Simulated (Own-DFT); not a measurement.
# Computed records: In₃GaP₄ (zincblende random alloy, atoms displaced), InGa₃P₄ (zincblende random alloy, strained, atoms displaced), In₃GaP₄ (zincblende random alloy, strained, atoms displaced), InGa₃As₄ (zincblende random alloy, strained, atoms displaced)

All values are calculated (Own-DFT development build). A calculation, not a measurement: plane-wave PBE density functional theory by an unreviewed code, no spin, of a simulated periodic cell, stress positive in tension, free energy of the whole cell less one offset for each atom, forces on such cells passed a denser k mesh, this cell's mesh not checked; offsets are fitted by least squares, one for each functional and potential file, so energies compare only between cells with the same atoms and settings and are not formation energies; the far tail of each file's local potential was reset to the Coulomb form; each entry is a single point on an unrelaxed cell, so the pressure reflects the starting lattice, mostly measured values, from which strain is counted, and rises with the displacements; printed positions are rounded, which can move forces by about a meV/angstrom; the program is a retired in-house code; no spin-orbit coupling; before rounding, a Quantum ESPRESSO 7.3.1 run of the same cell and cutoff gave forces within 1 meV/angstrom rms on each cell, which checks the program and not the settings.

Common to all runs: functional PBE; potential files PseudoDojo norm-conserving, scalar-relativistic, standard set; wave cutoff 42 hartree; occupations Fermi-Dirac; smearing width 0.1 eV; k mesh 3 x 3 x 3 centred on Gamma.

(1) In₃GaP₄ (zincblende random alloy, atoms displaced)

```
In3GaP4
1.0
     11.5283     0.0000     0.0000
      0.0000    11.5283     0.0000
      0.0000     0.0000    11.5283
In P In Ga In P Ga In P Ga In P In Ga P In P In Ga In P Ga In Ga In P
4 4 2 1 1 4 1 3 4 1 3 4 2 2 4 4 4 2 1 1 4 1 1 1 1 4
Direct
  0.00250 0.00127 0.00278
  0.01327 0.24540 0.25558
  0.23875 0.99661 0.25286
  0.24675 0.24627 0.01790
  0.11967 0.12428 0.12303
  0.12744 0.37454 0.37636
  0.37215 0.13648 0.37912
  0.37637 0.36941 0.12711
  0.98744 0.00604 0.51422
  0.00158 0.26028 0.74619
  0.24948 0.00541 0.75813
  0.25382 0.24665 0.50306
  0.12140 0.11850 0.62242
  0.11801 0.37433 0.88461
  0.37886 0.11495 0.88359
  0.37321 0.35483 0.63141
  0.01070 0.48590 0.00860
  0.00023 0.75494 0.24705
  0.25600 0.51003 0.25279
  0.24814 0.75020 0.00151
  0.13692 0.62380 0.12587
  0.12409 0.87706 0.37345
  0.39232 0.62995 0.37370
  0.37012 0.87160 0.13313
  0.99918 0.47850 0.51395
  0.99879 0.74779 0.74351
  0.23612 0.50629 0.75426
  0.25986 0.75112 0.48125
  0.12718 0.63157 0.62303
  0.12444 0.87684 0.87139
  0.38668 0.61642 0.88531
  0.36965 0.86992 0.61534
  0.50910 0.01283 0.00835
  0.50190 0.25352 0.25600
  0.74509 0.01752 0.24985
  0.74926 0.24588 0.00499
  0.63031 0.12968 0.14096
  0.61294 0.38537 0.38476
  0.87875 0.13525 0.37831
  0.88215 0.36569 0.13018
  0.50085 0.99683 0.49817
  0.49374 0.23524 0.75310
  0.75412 0.99827 0.75769
  0.74184 0.25677 0.49884
  0.63741 0.12689 0.62967
  0.63337 0.36195 0.88540
  0.87355 0.11196 0.86072
  0.87053 0.38419 0.63190
  0.48907 0.49987 0.99898
  0.48261 0.74257 0.25729
  0.75258 0.49451 0.25640
  0.75266 0.75508 0.99615
  0.62795 0.61346 0.11318
  0.61928 0.86813 0.37079
  0.86865 0.63407 0.36750
  0.87664 0.87534 0.12285
  0.49582 0.50039 0.49726
  0.49905 0.74058 0.75098
  0.74105 0.49126 0.74357
  0.74895 0.74588 0.48509
  0.63415 0.60352 0.61559
  0.62053 0.87382 0.87883
  0.87610 0.61182 0.87016
  0.86027 0.86420 0.61651
```

* free energy of cell above offsets: -25.936 eV
* pressure: 5.06 GPa
* stress xx: -5.02 GPa
* stress yy: -5.01 GPa
* stress zz: -5.16 GPa
* stress yz: 0.85 GPa
* stress xz: -0.66 GPa
* stress xy: -0.22 GPa

Force:
| element | x (eV/Å) | y (eV/Å) | z (eV/Å) |
| --- | --- | --- | --- |
| In | -0.775 | -0.337 | -1.019 |
| In | -0.806 | 0.473 | -0.136 |
| In | 1.329 | 1.08 | -0.319 |
| In | 0.501 | 0.295 | -1.802 |
| P | 0.33 | -0.72 | 0.716 |
| P | 0.009 | 1.134 | 1.128 |
| P | 0.537 | -2.056 | -1.122 |
| P | -0.09 | 0.67 | 0.531 |
| In | -0.33 | -1.353 | -1.052 |
| In | -0.276 | -1.134 | 0.263 |
| Ga | -0.064 | -0.76 | -0.576 |
| In | -1.487 | 0.215 | 0.138 |
| P | 1.429 | 0.637 | 1.681 |
| P | 0.802 | -0.154 | 0.23 |
| P | -1.983 | 0.357 | -0.516 |
| P | 0.197 | 3.12 | -0.043 |
| Ga | -1.173 | 1.067 | 0.25 |
| In | 0.265 | -0.606 | -0.128 |
| In | 0.341 | -1.123 | 0.52 |
| In | 0.658 | 0.385 | -0.9 |
| P | -2.195 | -0.509 | -0.522 |
| P | -1.29 | -0.117 | 1.236 |
| P | -2.399 | -4.463 | 3.514 |
| P | 0.367 | 0.98 | -0.793 |
| Ga | 0.591 | 1.758 | -0.996 |
| In | -0.76 | 0.158 | 0.509 |
| In | 1.292 | -0.645 | 0.205 |
| In | -1.267 | -0.246 | 0.842 |
| P | -0.182 | -1.006 | -1.802 |
| P | 0.624 | 0.254 | -0.428 |
| P | -3.03 | 2.041 | -2.48 |
| P | 0.148 | 0.956 | 2.044 |
| In | -0.001 | -1.775 | 0.701 |
| In | -0.196 | 0.302 | 0.304 |
| Ga | 1.269 | -1.836 | 1.09 |
| Ga | 0.914 | -0.215 | -0.094 |
| P | 0.594 | 0.663 | -1.315 |
| P | 1.019 | 0.469 | -1.025 |
| P | -1.237 | -0.946 | -0.456 |
| P | -0.881 | 0.722 | -0.435 |
| In | 0.287 | 0.695 | 0.297 |
| In | 1.51 | 0.384 | 0.42 |
| In | -1.844 | -2.115 | -1.712 |
| In | 0.606 | 0.287 | 0.155 |
| P | -1.152 | -0.758 | -0.362 |
| P | -0.366 | 0.535 | -0.903 |
| P | 1.777 | 3.052 | 2.907 |
| P | -0.295 | -0.32 | -0.596 |
| In | 2.589 | -2.537 | 1.461 |
| In | 4.117 | 2.574 | -4.168 |
| Ga | -0.257 | 0.491 | -0.678 |
| In | 0.184 | -1.258 | -0.078 |
| P | 0.431 | 0.386 | 1.934 |
| P | 0.561 | 1.506 | -1.037 |
| P | 1.462 | -3.07 | -0.545 |
| P | -1.005 | 1.283 | 0.777 |
| Ga | -0.232 | -0.316 | 1.246 |
| In | 0.431 | 0.152 | -0.935 |
| Ga | 0.376 | 0.107 | 1.533 |
| In | -1.242 | -0.009 | 0.907 |
| P | -1.19 | 0.657 | 0.334 |
| P | -0.246 | 0.351 | -0.374 |
| P | 0.004 | -0.436 | 0.412 |
| P | 0.696 | 0.623 | 1.062 |

(2) InGa₃P₄ (zincblende random alloy, strained, atoms displaced)

```
InGa3P4
1.0
     11.3066     0.0000     0.0000
      0.0000    11.3066     0.0000
      0.0000     0.0000    10.8940
Ga In P Ga In Ga P Ga In Ga P In Ga P Ga P In Ga P Ga P In Ga P
3 1 4 1 1 2 4 1 1 2 4 1 3 4 4 4 1 3 4 4 4 3 1 4
Direct
  0.00256 0.99579 0.00035
  0.00453 0.25366 0.25608
  0.24607 0.99805 0.25639
  0.24301 0.25268 0.00192
  0.12272 0.12276 0.11874
  0.11708 0.37876 0.37029
  0.37810 0.12388 0.37321
  0.37258 0.37467 0.11966
  0.00092 0.99739 0.49485
  0.00161 0.24992 0.75470
  0.25508 0.00198 0.74726
  0.24885 0.25702 0.50904
  0.11837 0.13044 0.61623
  0.12839 0.37589 0.87998
  0.37856 0.12066 0.87636
  0.37300 0.37688 0.63114
  0.99528 0.49607 0.99921
  0.00368 0.75130 0.24598
  0.24361 0.50364 0.24672
  0.24926 0.76006 0.00141
  0.12155 0.62506 0.13309
  0.11751 0.87506 0.36436
  0.37120 0.62573 0.37021
  0.37126 0.87490 0.13403
  0.00162 0.50045 0.49196
  0.00000 0.73649 0.74804
  0.25285 0.50342 0.74366
  0.24650 0.74656 0.49465
  0.12219 0.62673 0.62397
  0.12979 0.86932 0.87643
  0.36847 0.62114 0.87143
  0.36894 0.87412 0.63263
  0.48897 0.00252 0.00073
  0.50071 0.24801 0.24855
  0.75157 0.00443 0.24938
  0.74849 0.25804 0.00713
  0.62056 0.12455 0.12255
  0.61763 0.37451 0.37246
  0.87903 0.11767 0.37967
  0.87593 0.37676 0.12269
  0.49385 0.00233 0.50536
  0.49866 0.24890 0.74697
  0.74344 0.99531 0.75118
  0.75725 0.25159 0.50246
  0.61951 0.12809 0.61984
  0.62350 0.37487 0.87431
  0.86856 0.12750 0.86693
  0.88376 0.37738 0.62502
  0.50247 0.50578 0.99641
  0.49114 0.74826 0.25067
  0.75075 0.49823 0.25093
  0.75473 0.75658 0.00440
  0.62440 0.62523 0.12254
  0.63472 0.87218 0.38058
  0.87214 0.62820 0.38099
  0.87383 0.87326 0.12321
  0.49233 0.49539 0.50520
  0.49609 0.75040 0.75445
  0.75097 0.51144 0.74213
  0.75243 0.75617 0.50142
  0.62259 0.62517 0.62282
  0.62401 0.87033 0.87688
  0.87252 0.62433 0.87867
  0.87345 0.87694 0.62150
```

* free energy of cell above offsets: -29.487 eV
* pressure: 3.02 GPa
* stress xx: -2.33 GPa
* stress yy: -2.4 GPa
* stress zz: -4.34 GPa
* stress yz: -0.12 GPa
* stress xz: -0.66 GPa
* stress xy: -0.09 GPa

Force:
| element | x (eV/Å) | y (eV/Å) | z (eV/Å) |
| --- | --- | --- | --- |
| Ga | -0.617 | 0.139 | -0.671 |
| Ga | -0.767 | -1.067 | -0.872 |
| Ga | 0.113 | 0.74 | -0.468 |
| In | 1.309 | -0.984 | -0.112 |
| P | -0.95 | -0.99 | 1.915 |
| P | 2.767 | -1.267 | -0.683 |
| P | -1.76 | 1.362 | -0.7 |
| P | 1.317 | 1.319 | 1.482 |
| Ga | 0.175 | -0.258 | 0.413 |
| In | 0.15 | 0.217 | 0.003 |
| Ga | -0.981 | 0.244 | 0.262 |
| Ga | -0.076 | -0.432 | -1.157 |
| P | 1.484 | -1.483 | -0.12 |
| P | -0.776 | 2.512 | -1.293 |
| P | -0.301 | 0.384 | -1.086 |
| P | -1.162 | -1.447 | 0.921 |
| Ga | 0.657 | 0.578 | 0.047 |
| In | -2.126 | -0.625 | 0.217 |
| Ga | 0.612 | -0.674 | -0.05 |
| Ga | 0.216 | -1.314 | 0.409 |
| P | 1.313 | -1.321 | -2.697 |
| P | 1.958 | 1.372 | 2.561 |
| P | -0.812 | 0.166 | -0.03 |
| P | 0.108 | 0.338 | -0.587 |
| In | -0.546 | 0.604 | 0.852 |
| Ga | -0.359 | 1.306 | 0.552 |
| Ga | -0.895 | -0.082 | 0.654 |
| Ga | -0.055 | 0.696 | 0.205 |
| P | 1.326 | 0.128 | 0.189 |
| P | -0.837 | 0.747 | -0.846 |
| P | -0.514 | -0.198 | 1.525 |
| P | -1.362 | -0.232 | -1.256 |
| Ga | 1.054 | -0.833 | 0.411 |
| Ga | -0.368 | 0.211 | -0.294 |
| Ga | -0.266 | -0.394 | -0.039 |
| Ga | -0.269 | -0.794 | -0.802 |
| P | 0.397 | 0.008 | 0.127 |
| P | 1.6 | -0.871 | -0.432 |
| P | -0.399 | 1.153 | -0.704 |
| P | 0.004 | -0.276 | 0.899 |
| In | 0.359 | -1.332 | -0.535 |
| Ga | 0.377 | -0.114 | 0.65 |
| Ga | 0.042 | 0.504 | -0.252 |
| Ga | -0.432 | 0.046 | -0.187 |
| P | 1.713 | 1.009 | 1.37 |
| P | -0.404 | -0.238 | 0.244 |
| P | -0.863 | -1.352 | 1.901 |
| P | -1.556 | -0.579 | -0.531 |
| Ga | -0.391 | -0.575 | -0.037 |
| Ga | 1.371 | 0.172 | 0.07 |
| Ga | -0.31 | 0.34 | 0.098 |
| Ga | -0.703 | -0.627 | -0.381 |
| P | 0.096 | 0.342 | 0.335 |
| P | -0.885 | 0.084 | -1.312 |
| P | -1.564 | 0.325 | -0.919 |
| P | -0.5 | 1.567 | -0.369 |
| In | 0.647 | 0.866 | -1.012 |
| In | 0.221 | -0.53 | -0.275 |
| In | 0.095 | -1.676 | 0.584 |
| Ga | -0.135 | -0.809 | 0.173 |
| P | 0.056 | 1.728 | -1.331 |
| P | 0.72 | 1.387 | 1.247 |
| P | 1.106 | 0.987 | 0.921 |
| P | 0.575 | -0.206 | 0.803 |

(3) In₃GaP₄ (zincblende random alloy, strained, atoms displaced)

```
In3GaP4
1.0
     11.3066     0.0000     0.0000
      0.0000    11.3066     0.0000
      0.0000     0.0000    11.7278
In Ga P In Ga In P In P Ga In Ga In P Ga In Ga In P In P In P In Ga In P
3 1 4 1 2 1 4 4 4 1 1 1 1 4 1 1 1 1 4 4 4 4 4 2 1 1 4
Direct
  0.00234 0.99812 0.00095
  0.00446 0.24454 0.24869
  0.24805 0.00840 0.24624
  0.25497 0.24687 0.99352
  0.12190 0.12188 0.12626
  0.12604 0.37007 0.36696
  0.36840 0.12488 0.37014
  0.37082 0.37658 0.12805
  0.00241 0.00372 0.50822
  0.99831 0.25440 0.74722
  0.24155 0.00725 0.74696
  0.24850 0.23634 0.50217
  0.11921 0.12204 0.62514
  0.12548 0.37346 0.86766
  0.38376 0.12341 0.88352
  0.37384 0.37312 0.63161
  0.00384 0.50038 0.99528
  0.99615 0.75145 0.25337
  0.24813 0.50358 0.24671
  0.25097 0.74750 0.00083
  0.13229 0.62204 0.12149
  0.12238 0.88033 0.37357
  0.37302 0.61611 0.37251
  0.37369 0.87266 0.11895
  0.99461 0.50494 0.50473
  0.99873 0.75454 0.75171
  0.25656 0.49580 0.74346
  0.25020 0.74296 0.49689
  0.11787 0.62608 0.62795
  0.12885 0.87866 0.88417
  0.37170 0.62655 0.87333
  0.36457 0.87781 0.62348
  0.50372 0.00254 0.00087
  0.49406 0.24767 0.25288
  0.75187 0.99889 0.25351
  0.75495 0.25393 0.00128
  0.63344 0.12449 0.12904
  0.62641 0.37544 0.38161
  0.87488 0.11686 0.37587
  0.87939 0.37709 0.12794
  0.49945 0.00103 0.50291
  0.50137 0.24886 0.75343
  0.74841 0.99193 0.75331
  0.74916 0.25212 0.49910
  0.62341 0.11899 0.62135
  0.62822 0.36541 0.87925
  0.86462 0.12998 0.87330
  0.87341 0.36924 0.62281
  0.49736 0.50165 0.99472
  0.50386 0.74564 0.25149
  0.74847 0.49214 0.24397
  0.74444 0.74860 0.00198
  0.62560 0.62179 0.12480
  0.62541 0.87185 0.38103
  0.87610 0.62983 0.37713
  0.87720 0.87375 0.12107
  0.49930 0.50449 0.50437
  0.50046 0.75373 0.74482
  0.75216 0.49336 0.74381
  0.74906 0.74862 0.49591
  0.62188 0.62095 0.62851
  0.62668 0.86687 0.86787
  0.86730 0.62901 0.87596
  0.87262 0.87063 0.62678
```

* free energy of cell above offsets: -28.883 eV
* pressure: 6.05 GPa
* stress xx: -6.68 GPa
* stress yy: -6.52 GPa
* stress zz: -4.95 GPa
* stress yz: -0.48 GPa
* stress xz: -0.43 GPa
* stress xy: 0.14 GPa

Force:
| element | x (eV/Å) | y (eV/Å) | z (eV/Å) |
| --- | --- | --- | --- |
| In | -0.893 | 0.919 | -0.47 |
| In | -1.006 | 0.074 | 0.306 |
| In | 0.199 | -1.613 | -0.179 |
| Ga | -0.436 | 0.254 | 0.592 |
| P | 0.926 | 1.227 | -1.865 |
| P | -0.39 | 1.013 | 2.091 |
| P | 1.016 | -0.504 | 0.906 |
| P | -0.019 | -0.949 | -1.493 |
| In | -1.095 | -1.478 | -0.987 |
| Ga | -0.157 | -0.413 | 0.39 |
| Ga | 0.585 | -0.599 | 0.853 |
| In | -0.074 | 1.64 | -0.059 |
| P | 0.465 | 1.117 | 2.508 |
| P | 0.922 | -0.714 | -0.467 |
| P | -1.364 | -0.662 | -0.242 |
| P | -0.486 | 0.111 | -0.496 |
| In | -0.372 | 0.126 | -0.092 |
| In | 0.816 | -0.04 | -0.706 |
| In | -0.211 | -0.843 | 0.383 |
| In | 0.107 | 0.097 | -0.323 |
| P | -1.522 | 0.697 | 0.3 |
| P | 0.498 | -0.272 | 0.256 |
| P | 0.472 | 0.765 | 0.269 |
| P | 1.348 | 1.136 | 0.469 |
| Ga | 0.345 | -0.436 | -0.477 |
| In | 0.207 | -0.026 | 0.836 |
| Ga | -0.816 | 0.56 | 0.549 |
| In | -0.625 | 0.378 | -0.157 |
| P | 0.759 | -1.585 | -0.219 |
| P | 0.479 | 0.275 | -2.106 |
| P | -0.33 | -0.728 | -1.396 |
| P | -0.279 | 0.555 | 0.767 |
| Ga | 0.365 | -0.692 | 0.312 |
| In | 0.881 | 0.463 | -0.372 |
| Ga | 0 | -0.405 | -0.193 |
| In | 0.078 | -0.157 | 0.975 |
| P | -0.605 | -1.139 | 0.082 |
| P | -0.759 | 0.215 | -0.835 |
| P | -0.577 | 0.158 | -0.591 |
| P | 0.616 | -0.422 | -0.535 |
| In | -0.847 | -0.336 | -0.762 |
| In | 0.224 | -0.365 | -0.355 |
| In | 0.227 | 0.858 | -0.61 |
| In | 0.05 | -1.196 | -0.153 |
| P | 0.527 | 0.793 | 0.877 |
| P | 0.175 | 1.961 | -1.179 |
| P | 2.066 | -0.231 | -0.859 |
| P | 1.082 | 1.309 | 0.82 |
| In | 0.094 | -0.536 | 0.19 |
| In | -0.528 | 0.489 | -0.132 |
| In | 0.088 | 0.667 | 1.126 |
| In | 0.174 | 0.313 | 0.195 |
| P | -0.367 | -0.198 | -0.015 |
| P | 0.057 | 1.179 | -1.473 |
| P | 0.179 | -1.997 | 0.175 |
| P | -1.241 | 0.509 | 1.063 |
| In | -0.34 | -0.871 | -0.175 |
| In | -1.047 | -0.282 | -0.032 |
| Ga | -0.238 | 0.183 | 0.773 |
| In | 0.018 | -0.37 | 1.144 |
| P | 1.501 | -0.173 | 0.453 |
| P | -1.132 | 1.161 | 1.907 |
| P | 0.129 | -1.389 | -1.072 |
| P | 0.084 | 0.421 | -0.492 |

(4) InGa₃As₄ (zincblende random alloy, strained, atoms displaced)

```
InGa3As4
1.0
     11.3066     0.0000     0.0000
      0.0000    11.3066     0.0000
      0.0000     0.0000    11.6914
In Ga In As Ga As Ga In As Ga As Ga In As Ga In Ga As Ga In Ga As Ga In Ga As
1 2 1 4 4 4 3 1 4 4 4 3 1 4 1 1 2 4 1 1 2 4 1 2 1 4
Direct
  0.99819 0.99462 0.00371
  0.00760 0.24786 0.24947
  0.25137 0.99944 0.24896
  0.24847 0.24686 0.00087
  0.12896 0.12435 0.12378
  0.12387 0.36735 0.37402
  0.37495 0.12853 0.37816
  0.37763 0.37554 0.12612
  0.99738 0.00554 0.50006
  0.99907 0.24827 0.75585
  0.25021 0.99653 0.75939
  0.25024 0.25158 0.50406
  0.13117 0.12748 0.61827
  0.12878 0.36699 0.87384
  0.37220 0.12292 0.86168
  0.37374 0.38147 0.62706
  0.00184 0.50187 0.99351
  0.00295 0.74635 0.25006
  0.25041 0.50146 0.25634
  0.24836 0.75028 0.00224
  0.11763 0.62364 0.12078
  0.12010 0.87428 0.37951
  0.37221 0.62066 0.38018
  0.37629 0.87083 0.12239
  0.00325 0.50283 0.50024
  0.00220 0.75063 0.74184
  0.25638 0.50881 0.75539
  0.25379 0.75405 0.50361
  0.11916 0.62713 0.62203
  0.12915 0.86651 0.87737
  0.37711 0.62076 0.87717
  0.37185 0.88332 0.63087
  0.49739 0.00039 0.00195
  0.50456 0.24878 0.24071
  0.75494 0.99308 0.25261
  0.75309 0.25300 0.99685
  0.61390 0.13290 0.12283
  0.62915 0.37467 0.37638
  0.87282 0.13048 0.37844
  0.87036 0.37671 0.12508
  0.50813 0.99614 0.49570
  0.50117 0.25208 0.74551
  0.75437 0.00835 0.75091
  0.75788 0.24624 0.49348
  0.62038 0.12247 0.62643
  0.62276 0.38397 0.87103
  0.87636 0.11940 0.87438
  0.86844 0.37422 0.62567
  0.49422 0.49851 0.99316
  0.50096 0.75034 0.24367
  0.74865 0.49985 0.24876
  0.74825 0.75283 0.00030
  0.63208 0.61921 0.13002
  0.62016 0.87184 0.37850
  0.87643 0.62470 0.37272
  0.87207 0.87789 0.12020
  0.49305 0.49690 0.50537
  0.49854 0.74560 0.75172
  0.75662 0.49940 0.75416
  0.74966 0.75404 0.50056
  0.62617 0.62274 0.62987
  0.62657 0.87105 0.87598
  0.86929 0.62277 0.86738
  0.87259 0.87205 0.62316
```

- free energy of cell above offsets: -20.528 eV
- pressure: 6.43 GPa
- stress xx: -6.99 GPa
- stress yy: -7.07 GPa
- stress zz: -5.21 GPa
- stress yz: -0.69 GPa
- stress xz: -0.28 GPa
- stress xy: -0.15 GPa

Force:
| element | x (eV/Å) | y (eV/Å) | z (eV/Å) |
| --- | --- | --- | --- |
| In | 1.18 | 0.578 | -0.851 |
| Ga | -0.939 | 0.042 | -0.361 |
| Ga | -0.011 | -0.17 | 0.594 |
| In | 1.429 | 0.045 | -0.187 |
| As | -0.653 | -0.743 | 1.914 |
| As | 0.332 | 0.866 | 0.438 |
| As | 0.459 | -0.207 | -0.451 |
| As | 0.209 | 0.938 | 0.534 |
| Ga | 0.044 | -0.254 | 0.2 |
| Ga | 0.069 | -0.042 | -1.155 |
| Ga | -0.957 | 0.035 | -1.049 |
| Ga | 0.432 | 0.394 | -0.435 |
| As | -0.796 | -0.629 | 1.417 |
| As | -1.055 | 2.017 | -1.071 |
| As | 0.4 | -0.898 | 1.76 |
| As | -1.339 | 0.251 | -0.566 |
| Ga | -0.556 | -0.531 | -0.133 |
| Ga | -0.421 | 0.458 | -0.016 |
| Ga | -0.45 | -0.354 | -0.583 |
| In | 0.548 | -1.207 | 0.277 |
| As | 0.006 | -0.95 | 1.292 |
| As | 0.471 | 0.153 | -0.546 |
| As | -0.153 | 0.283 | 0.29 |
| As | -0.312 | 2.411 | 0.149 |
| Ga | -0.599 | -0.778 | -0.284 |
| Ga | -0.474 | 0.004 | 0.739 |
| Ga | -1.22 | -0.739 | -0.725 |
| Ga | -0.29 | -0.002 | 0.036 |
| As | 1.29 | -0.196 | 0.322 |
| As | -1.314 | 0.982 | -2.318 |
| As | -0.483 | -0.428 | 0.513 |
| As | -0.009 | -0.03 | -1.148 |
| Ga | 0.054 | 0.05 | -0.704 |
| Ga | -0.838 | 0.898 | 1.835 |
| Ga | -0.85 | 0.831 | 0.073 |
| In | -0.866 | -0.24 | -0.302 |
| As | 1.152 | -2.128 | -0.037 |
| As | -0.622 | -0.081 | -0.084 |
| As | 0.976 | -1.15 | -1.42 |
| As | 1.904 | 0.754 | 0.943 |
| Ga | -1.158 | 0.711 | 0.649 |
| In | -0.025 | 0.471 | 0.344 |
| Ga | -0.661 | -1.066 | -0.462 |
| Ga | -1.417 | 0.738 | 1.271 |
| As | 1.825 | -0.76 | -1.523 |
| As | -0.888 | -0.529 | 1.344 |
| As | 0.242 | 0.583 | -1.065 |
| As | 1.887 | -1.239 | -1.225 |
| Ga | 0.786 | -0.22 | 1.192 |
| In | -0.061 | -0.998 | 0.95 |
| Ga | 0.506 | -0.399 | 0.803 |
| Ga | 0.07 | -0.704 | 0 |
| As | -0.144 | -0.22 | -1.984 |
| As | 1.51 | 0.476 | 0.019 |
| As | -0.288 | 0.076 | 0.249 |
| As | -0.982 | -1.948 | 2.007 |
| Ga | 1.129 | 0.33 | -0.494 |
| In | -0.111 | 0.737 | -0.519 |
| In | -1.286 | -0.602 | -1.506 |
| Ga | -0.202 | -0.89 | -0.096 |
| As | 0.066 | -0.029 | -2.373 |
| As | 0.552 | 1.552 | 0.692 |
| As | 2.65 | 2.716 | 2.535 |
| As | 0.255 | 0.982 | 0.294 |
